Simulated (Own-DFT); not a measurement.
# Computed records: SiC (4H silicon carbide, atoms displaced)

A calculation, not a measurement: plane-wave PBE density functional theory by an unreviewed code, no spin, of a simulated periodic cell, stress positive in tension, free energy of the whole cell less one offset for each atom, forces on such cells passed a denser k mesh, this cell's mesh not checked; offsets are fitted by least squares, one for each functional and potential file, so energies compare only between cells with the same atoms and settings and are not formation energies; the far tail of each file's local potential was reset to the Coulomb form; each entry is a single point on an unrelaxed cell, so the pressure reflects the starting lattice, mostly measured values (interpolated for alloys), from which strain is counted, and rises with the displacements; printed positions are rounded, which can move forces by about a meV/angstrom; the program, named Own-DFT, is a retired in-house code; no spin-orbit coupling. Program: Own-DFT development build.

Settings shared by all entries: functional PBE; potential files PseudoDojo norm-conserving, scalar-relativistic, standard set; wave cutoff 42 hartree; occupations Fermi-Dirac; smearing width 0.1 eV; hardware one NVIDIA H100; k mesh 5 x 5 x 3 centred on Gamma.

(1) SiC (4H silicon carbide, atoms displaced)

```
CELL_PARAMETERS angstrom
6.16540 0.00000 0.00000
-3.08270 5.33940 0.00000
0.00000 0.00000 10.06810
ATOMIC_POSITIONS crystal
Si 0.00503 0.00217 0.41381
Si 0.16850 0.33667 0.15579
C 0.99752 0.99766 0.09977
C 0.16650 0.32908 0.34314
Si 0.00223 0.51732 0.40916
Si 0.17378 0.83414 0.16233
C 0.00363 0.50566 0.09580
C 0.16460 0.83002 0.34528
Si 0.49810 0.00124 0.40467
Si 0.66483 0.33528 0.16079
C 0.49034 0.99629 0.09405
C 0.68149 0.34397 0.34484
Si 0.50455 0.50567 0.40766
Si 0.67539 0.83309 0.15498
C 0.49529 0.49309 0.09955
C 0.67404 0.84092 0.34850
Si 0.99418 0.99118 0.90398
Si 0.82634 0.66082 0.65537
C 0.00443 0.99760 0.58990
C 0.82837 0.66601 0.84242
Si 0.00461 0.50240 0.90748
Si 0.82776 0.17208 0.66284
C 0.00756 0.50148 0.59404
C 0.83191 0.15794 0.83829
Si 0.50888 0.99985 0.90484
Si 0.33052 0.66198 0.65578
C 0.50416 0.01212 0.59142
C 0.34162 0.66848 0.83904
Si 0.49908 0.49730 0.90147
Si 0.34205 0.17451 0.65725
C 0.50514 0.49846 0.59414
C 0.33500 0.17043 0.84701
```

* free energy of cell above offsets: -4.330 eV
* pressure: 4.14 GPa
* stress xx: -3.21 GPa
* stress yy: -3.11 GPa
* stress zz: -6.09 GPa
* stress yz: 0.47 GPa
* stress xz: -0.22 GPa
* stress xy: -1.56 GPa
* wall time: 129 s

Force:
```csv
element,x (eV/Å),y (eV/Å),z (eV/Å)
Si,-0.609,0.498,-2.219
Si,-0.365,-0.662,0.768
C,0.891,0.406,-1.672
C,-0.141,1.096,0.875
Si,1.854,-2.604,-0.236
Si,-1.282,-0.171,-1.071
C,-0.227,-0.587,-0.496
C,0.235,1.602,0.29
Si,0.912,0.715,0.259
Si,0.663,-0.284,-0.792
C,1.928,0.642,-0.043
C,-1.433,-0.789,0.397
Si,-0.284,-0.39,-0.829
Si,-1.649,-0.351,1.175
C,0.359,1.069,-1.687
C,-0.282,-0.469,-0.517
Si,0.679,0.835,1.026
Si,1.324,1.284,-0.079
C,-0.61,0.405,2.781
C,0.998,-0.612,0.139
Si,-0.139,-0.095,-0.246
Si,1.427,-0.668,-3.359
C,-1.178,-0.118,0.487
C,0.092,1.228,2.607
Si,-1.443,-0.075,0.5
Si,0.64,1.339,-0.669
C,0.249,-1.254,0.588
C,-0.899,-0.202,1.1
Si,-0.047,0.178,1.788
Si,-0.905,-1.237,-0.01
C,-1.047,0.374,-0.196
C,0.289,-1.105,-0.659
```

(2) SiC (4H silicon carbide, atoms displaced)

```
CELL_PARAMETERS angstrom
6.16540 0.00000 0.00000
-3.08270 5.33940 0.00000
0.00000 0.00000 10.06810
ATOMIC_POSITIONS crystal
Si 0.00653 0.00809 0.40669
Si 0.16684 0.33184 0.15515
C 0.00301 0.99683 0.09419
C 0.17232 0.33708 0.34195
Si 0.00334 0.50436 0.40518
Si 0.17536 0.83571 0.16094
C 0.00574 0.50573 0.09412
C 0.16812 0.83019 0.33697
Si 0.49415 0.99547 0.40471
Si 0.66450 0.34023 0.15983
C 0.49304 0.99991 0.10111
C 0.66602 0.33075 0.34067
Si 0.50745 0.50710 0.40518
Si 0.66100 0.82539 0.15315
C 0.50989 0.50290 0.09782
C 0.67566 0.84622 0.34670
Si 0.00387 0.99693 0.90809
Si 0.84516 0.67238 0.65725
C 0.99326 0.99642 0.59233
C 0.83709 0.66929 0.84164
Si 0.00676 0.49888 0.90254
Si 0.83449 0.16365 0.66023
C 0.01025 0.50309 0.59312
C 0.83552 0.17313 0.84034
Si 0.50306 0.99350 0.90746
Si 0.33419 0.66955 0.65841
C 0.50066 0.00109 0.59239
C 0.32377 0.65266 0.84399
Si 0.50242 0.50998 0.91067
Si 0.33107 0.16865 0.65726
C 0.50424 0.50305 0.59497
C 0.33634 0.16978 0.84097
```

* free energy of cell above offsets: -4.626 eV
* pressure: 3.77 GPa
* stress xx: -2.56 GPa
* stress yy: -2.64 GPa
* stress zz: -6.12 GPa
* stress yz: 0.25 GPa
* stress xz: 0.08 GPa
* stress xy: -0.42 GPa
* wall time: 126.6 s

Force:
```csv
element,x (eV/Å),y (eV/Å),z (eV/Å)
Si,0.02,-0.406,-0.448
Si,-0.229,0.038,0.09
C,-0.444,0.126,-0.014
C,-0.004,0.239,0.429
Si,0.083,-0.748,-0.124
Si,-1.422,-0.727,-1.973
C,-0.158,-0.67,-0.415
C,-0.64,0.462,2.729
Si,0.577,0.687,0.234
Si,2.023,-0.799,-0.821
C,1.69,0.556,-1.82
C,-0.074,0.528,1.507
Si,-0.09,-0.027,0.467
Si,0.434,2.059,1.559
C,-1.652,-0.457,-1.13
C,0.037,-1.121,-0.873
Si,0.012,0.656,-0.577
Si,-0.903,-0.968,-0.636
C,0.978,0.73,0.261
C,-0.04,-0.117,0.904
Si,-1.922,-0.01,1.424
Si,-0.555,0.454,-1.865
C,-0.789,-0.409,0.079
C,0.485,-1.401,1.675
Si,-1.204,0.809,0.032
Si,0.96,-0.115,-0.944
C,-0.312,0.127,0.493
C,1.073,2,0.154
Si,1.266,-1.537,-1.051
Si,0.414,0.164,-0.719
C,0.108,0.036,-0.172
C,0.275,-0.159,1.545
```

(3) SiC (4H silicon carbide, atoms displaced)

```
CELL_PARAMETERS angstrom
6.16540 0.00000 0.00000
-3.08270 5.33940 0.00000
0.00000 0.00000 10.06810
ATOMIC_POSITIONS crystal
Si 0.98839 0.98785 0.41052
Si 0.17944 0.33242 0.15544
C 0.98765 0.99573 0.09031
C 0.16523 0.32047 0.34828
Si 0.99376 0.49682 0.40252
Si 0.16721 0.82588 0.16150
C 0.99922 0.49094 0.09146
C 0.17200 0.83185 0.34487
Si 0.49873 0.99921 0.40491
Si 0.67484 0.33343 0.15112
C 0.50157 0.99794 0.09698
C 0.66702 0.32719 0.34477
Si 0.50876 0.50676 0.40974
Si 0.66715 0.83921 0.15512
C 0.49884 0.50217 0.08649
C 0.67726 0.83326 0.34317
Si 0.00371 0.99904 0.90951
Si 0.82627 0.65779 0.65673
C 0.99813 0.00161 0.59151
C 0.83532 0.66292 0.84614
Si 0.00487 0.49674 0.90890
Si 0.83756 0.17465 0.65798
C 0.99094 0.50107 0.58881
C 0.84106 0.16906 0.83911
Si 0.49763 0.99850 0.90659
Si 0.32461 0.66736 0.65665
C 0.49843 0.99462 0.59363
C 0.33524 0.67097 0.84655
Si 0.49620 0.49333 0.90870
Si 0.34042 0.16925 0.66134
C 0.50643 0.49854 0.59254
C 0.32824 0.15341 0.84241
```

* free energy of cell above offsets: -4.524 eV
* pressure: 3.94 GPa
* stress xx: -2.66 GPa
* stress yy: -2.47 GPa
* stress zz: -6.68 GPa
* stress yz: 0.34 GPa
* stress xz: -0.17 GPa
* stress xy: -1.38 GPa
* wall time: 122.7 s

Force:
```csv
element,x (eV/Å),y (eV/Å),z (eV/Å)
Si,1.851,1.459,-0.502
Si,-1.383,-0.798,0.817
C,2.054,0.432,1.152
C,-0.024,1.266,-0.732
Si,1.415,-0.344,0.287
Si,-0.857,0.352,-1.321
C,0.754,0.814,0.931
C,-0.877,-0.471,0.136
Si,0.759,-0.21,0.633
Si,-1.146,-0.074,1.118
C,-0.913,0.244,-0.836
C,-0.668,0.721,-0.967
Si,-0.526,-1.535,-0.957
Si,0.535,-1.08,0.259
C,1.023,-0.102,2.092
C,-1.908,-0.56,-0.328
Si,-0.775,-0.753,-1.42
Si,0.258,1.752,0.501
C,0.433,-0.272,1.518
C,-0.317,-0.265,0.005
Si,-0.611,0.241,-0.999
Si,0.053,-1.077,-1.369
C,1.001,-0.102,0.61
C,-0.441,-0.3,1.74
Si,1.139,0.188,0.038
Si,0.891,-0.403,-0.206
C,-0.025,0.719,0.078
C,0.338,-0.911,-0.445
Si,0.365,0.548,-1.982
Si,-0.794,-0.833,-2.093
C,-1.538,-0.013,1.011
C,-0.068,1.369,1.229
```
